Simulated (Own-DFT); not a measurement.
GaN (wurtzite, strained, atoms displaced) (calculated)

A calculation, not a measurement: plane-wave PBE density functional theory by an unreviewed code, no spin, of a simulated periodic cell, stress positive in tension, free energy of the whole cell less one offset for each atom, forces on such cells passed a denser k mesh, this cell's mesh not checked; offsets are fitted by least squares, one for each functional and potential file, so energies compare only between cells with the same atoms and settings and are not formation energies; the far tail of each file's local potential was reset to the Coulomb form; each entry is a single point on an unrelaxed cell, so the pressure reflects the starting lattice, mostly measured values (interpolated for alloys), from which strain is counted, and rises with the displacements; printed positions are rounded, which can move forces by about a meV/angstrom; the program, named Own-DFT, is a retired in-house code; no spin-orbit coupling. Program: Own-DFT development build.

```json
{"formula": "GaN", "kind": "wurtzite, strained, atoms displaced", "structure": {"cell_angstrom": [[12.756, 0.1276, 0.0], [-4.7006, 8.2374, 0.0], [0.0, 0.0, 10.37]], "atoms_fractional": [["Ga", 0.08739, 0.21674, 0.01121], ["Ga", 0.16426, 0.1115, 0.24558], ["N", 0.08589, 0.22003, 0.18712], ["N", 0.16188, 0.10817, 0.44037], ["Ga", 0.08021, 0.21646, 0.50107], ["Ga", 0.16784, 0.11173, 0.74989], ["N", 0.08515, 0.22298, 0.68527], ["N", 0.16517, 0.11317, 0.94146], ["Ga", 0.07875, 0.55414, 0.99816], ["Ga", 0.15856, 0.43315, 0.24389], ["N", 0.08258, 0.55283, 0.18662], ["N", 0.16011, 0.43535, 0.43763], ["Ga", 0.07846, 0.55392, 0.5013], ["Ga", 0.15971, 0.44599, 0.75302], ["N", 0.07811, 0.54898, 0.69031], ["N", 0.16898, 0.45594, 0.94749], ["Ga", 0.08575, 0.90166, 0.00366], ["Ga", 0.16257, 0.76728, 0.25535], ["N", 0.08277, 0.88434, 0.18952], ["N", 0.16456, 0.77921, 0.4337], ["Ga", 0.08757, 0.89468, 0.50954], ["Ga", 0.17, 0.77949, 0.74877], ["N", 0.0917, 0.89142, 0.68024], ["N", 0.17045, 0.77839, 0.92858], ["Ga", 0.3393, 0.21884, 0.00658], ["Ga", 0.40749, 0.10473, 0.25299], ["N", 0.33264, 0.22433, 0.19495], ["N", 0.41092, 0.1112, 0.44092], ["Ga", 0.33346, 0.21853, 0.49937], ["Ga", 0.41895, 0.11368, 0.74941], ["N", 0.34288, 0.23088, 0.68382], ["N", 0.41427, 0.10227, 0.93843], ["Ga", 0.33609, 0.56143, 0.00437], ["Ga", 0.42046, 0.45089, 0.24498], ["N", 0.33846, 0.55291, 0.17631], ["N", 0.41057, 0.44254, 0.43419], ["Ga", 0.3431, 0.56071, 0.50636], ["Ga", 0.41899, 0.4592, 0.747], ["N", 0.33603, 0.56134, 0.69809], ["N", 0.41531, 0.44523, 0.93797], ["Ga", 0.33602, 0.88894, 0.99549], ["Ga", 0.40797, 0.77631, 0.2441], ["N", 0.32708, 0.88958, 0.1805], ["N", 0.4207, 0.78591, 0.43005], ["Ga", 0.32514, 0.88523, 0.50043], ["Ga", 0.40976, 0.77776, 0.74794], ["N", 0.32671, 0.87744, 0.69285], ["N", 0.42131, 0.78973, 0.94087], ["Ga", 0.58422, 0.22073, 0.99736], ["Ga", 0.66983, 0.1115, 0.25219], ["N", 0.59494, 0.23414, 0.19192], ["N", 0.66564, 0.10617, 0.43927], ["Ga", 0.57811, 0.20907, 0.49611], ["Ga", 0.66471, 0.11454, 0.74797], ["N", 0.57878, 0.20616, 0.68869], ["N", 0.67131, 0.11617, 0.9469], ["Ga", 0.59141, 0.5676, 0.99898], ["Ga", 0.66758, 0.44905, 0.25253], ["N", 0.57682, 0.55014, 0.19259], ["N", 0.66312, 0.44178, 0.43176], ["Ga", 0.5881, 0.54965, 0.50287], ["Ga", 0.66342, 0.44476, 0.74433], ["N", 0.58372, 0.55682, 0.69498], ["N", 0.67576, 0.4502, 0.93838], ["Ga", 0.5845, 0.88069, 0.99877], ["Ga", 0.663, 0.78114, 0.25247], ["N", 0.58476, 0.89704, 0.18187], ["N", 0.66798, 0.77599, 0.43734], ["Ga", 0.57624, 0.8833, 0.49578], ["Ga", 0.65912, 0.76978, 0.76041], ["N", 0.57665, 0.8855, 0.69223], ["N", 0.66269, 0.77663, 0.9377], ["Ga", 0.83887, 0.22938, 0.99839], ["Ga", 0.90881, 0.10091, 0.25284], ["N", 0.83318, 0.22585, 0.19433], ["N", 0.91469, 0.11875, 0.44521], ["Ga", 0.83423, 0.21799, 0.49932], ["Ga", 0.91343, 0.10563, 0.75133], ["N", 0.82852, 0.21689, 0.68757], ["N", 0.91563, 0.11412, 0.945], ["Ga", 0.8311, 0.56351, 0.99427], ["Ga", 0.91345, 0.44275, 0.24996], ["N", 0.83412, 0.55611, 0.19059], ["N", 0.92772, 0.44887, 0.43956], ["Ga", 0.82763, 0.55178, 0.50559], ["Ga", 0.91604, 0.4418, 0.74907], ["N", 0.83347, 0.55297, 0.69492], ["N", 0.91173, 0.44226, 0.93229], ["Ga", 0.83278, 0.8884, 0.00258], ["Ga", 0.90987, 0.77869, 0.2424], ["N", 0.82682, 0.88087, 0.18714], ["N", 0.91186, 0.76838, 0.43996], ["Ga", 0.83578, 0.88275, 0.5048], ["Ga", 0.91557, 0.78112, 0.74466], ["N", 0.83403, 0.89223, 0.68907], ["N", 0.92154, 0.77288, 0.94827]]}, "settings": {"functional": "PBE", "potential_files": "PseudoDojo norm-conserving, scalar-relativistic, standard set with the stringent files for Ga", "wave_cutoff [hartree]": 96.0, "occupations": "Gaussian", "smearing_width [eV]": 0.01, "k_mesh": "3 x 4 x 3 centred on Gamma"}, "results": {"free_energy_of_cell_above_offsets [eV]": "-3.939", "pressure [GPa]": 7.48, "stress_xx [GPa]": -8.34, "stress_yy [GPa]": -6.45, "stress_zz [GPa]": -7.66, "stress_yz [GPa]": -0.14, "stress_xz [GPa]": -0.14, "stress_xy [GPa]": 4.33, "force_element": ["Ga", "Ga", "N", "N", "Ga", "Ga", "N", "N", "Ga", "Ga", "N", "N", "Ga", "Ga", "N", "N", "Ga", "Ga", "N", "N", "Ga", "Ga", "N", "N", "Ga", "Ga", "N", "N", "Ga", "Ga", "N", "N", "Ga", "Ga", "N", "N", "Ga", "Ga", "N", "N", "Ga", "Ga", "N", "N", "Ga", "Ga", "N", "N", "Ga", "Ga", "N", "N", "Ga", "Ga", "N", "N", "Ga", "Ga", "N", "N", "Ga", "Ga", "N", "N", "Ga", "Ga", "N", "N", "Ga", "Ga", "N", "N", "Ga", "Ga", "N", "N", "Ga", "Ga", "N", "N", "Ga", "Ga", "N", "N", "Ga", "Ga", "N", "N", "Ga", "Ga", "N", "N", "Ga", "Ga", "N", "N"], "force_x [eV/angstrom]": [-1.775, 1.23, -1.665, 0.846, -0.153, 0.55, -0.526, 1.498, -0.51, 0.934, -0.581, 0.876, 2.183, 1.613, -0.278, 0.706, 1.439, -0.313, -0.706, 0.252, -0.824, -1.056, -1.364, -0.93, -0.954, 1.526, -0.15, 1.548, -1.919, -0.647, -1.055, 0.328, -0.226, -0.908, -1.738, 1.721, -2.077, 0.935, -1.701, 1.02, -1.389, 1.129, 0.097, -1.375, 0.852, 1.776, -0.209, 1.046, 0.027, -0.76, -1.663, 0.3, -0.266, 1.915, -1.434, 0.275, -0.65, 0.32, 1.617, 1.103, -2.092, 1.222, -0.08, -2.401, -1.977, -0.326, -0.162, -0.146, 1.545, 0.022, 0.631, 2.096, -1.256, 0.274, 0.918, 2.259, -1.97, 0.22, 0.333, 1.448, 1.882, 0.636, -0.677, -3.445, 1.193, -0.022, -0.997, 0.551, 0.17, 2.298, -0.906, 0.619, -1.16, 1.291, -0.617, -1.233], "force_y [eV/angstrom]": [1.666, -1.03, -1.008, 0.087, 0.929, 0.735, -0.249, 0.332, 0.936, 1.62, -0.237, 1.36, 0.542, -0.647, 1.223, -1.771, -2.1, 0.668, 0.471, -0.355, -0.82, -1.277, -0.127, 0.297, 0.9, 0.692, -0.178, -1.13, 1.176, -0.791, -0.297, 1.819, 0.064, -1.075, 0.52, 0.081, -0.357, -2.242, -0.487, -0.019, -0.721, 0.06, -0.288, -1.087, 0.004, 0.42, 2.238, -1.552, 0.499, 0.288, -1.577, 0.193, 0.818, -1.509, 2.473, -0.94, -2.927, -0.021, 1.85, -0.939, 0.782, -1.077, -0.023, -0.898, 2.389, -0.815, -1.107, -0.068, 0.44, 1.677, -0.088, 0.55, -0.295, 1.172, -0.723, -2.663, 1.462, 1.388, 0.353, -0.818, -1.819, 0.712, 0.212, -1.406, -0.379, -0.653, 0.434, 0.834, 0.323, -0.865, 1.033, 0.948, 0.754, -0.329, -1.141, 2.507], "force_z [eV/angstrom]": [-2.392, 1.604, 1.181, -0.711, -0.284, -0.021, 1.298, -0.916, -0.062, 1.27, -0.064, -0.109, 0.236, 0.73, -0.624, -1.094, -0.202, -1.636, 0.135, 1.636, -3.776, 0.225, 3.327, 1.856, -0.647, -0.398, -0.738, -0.479, -0.067, 0.218, 0.939, -0.404, -2.796, 1.078, 3.26, 0.592, -0.769, 1.417, -1.617, 0.035, 0.351, -0.45, 1.098, 0.65, 0.087, 1.537, -1.84, -0.786, 1.139, -0.566, -0.46, 0.015, 0.048, 1.549, -1.048, -1.447, 0.832, -1.347, -1.234, 2.242, -0.473, 1.3, -1.357, -0.875, 0.243, -0.18, 1.146, 0.807, 1.117, -2.373, -0.569, 0.568, 0.909, 0.238, -0.778, -1.514, 0.692, 0.396, 0.146, -0.655, 1.555, 0.536, -0.704, -0.331, -0.869, -0.012, -0.925, 0.972, -0.801, 1.504, 0.03, -0.218, -0.922, 1.109, 0.659, -1.972]}}
```
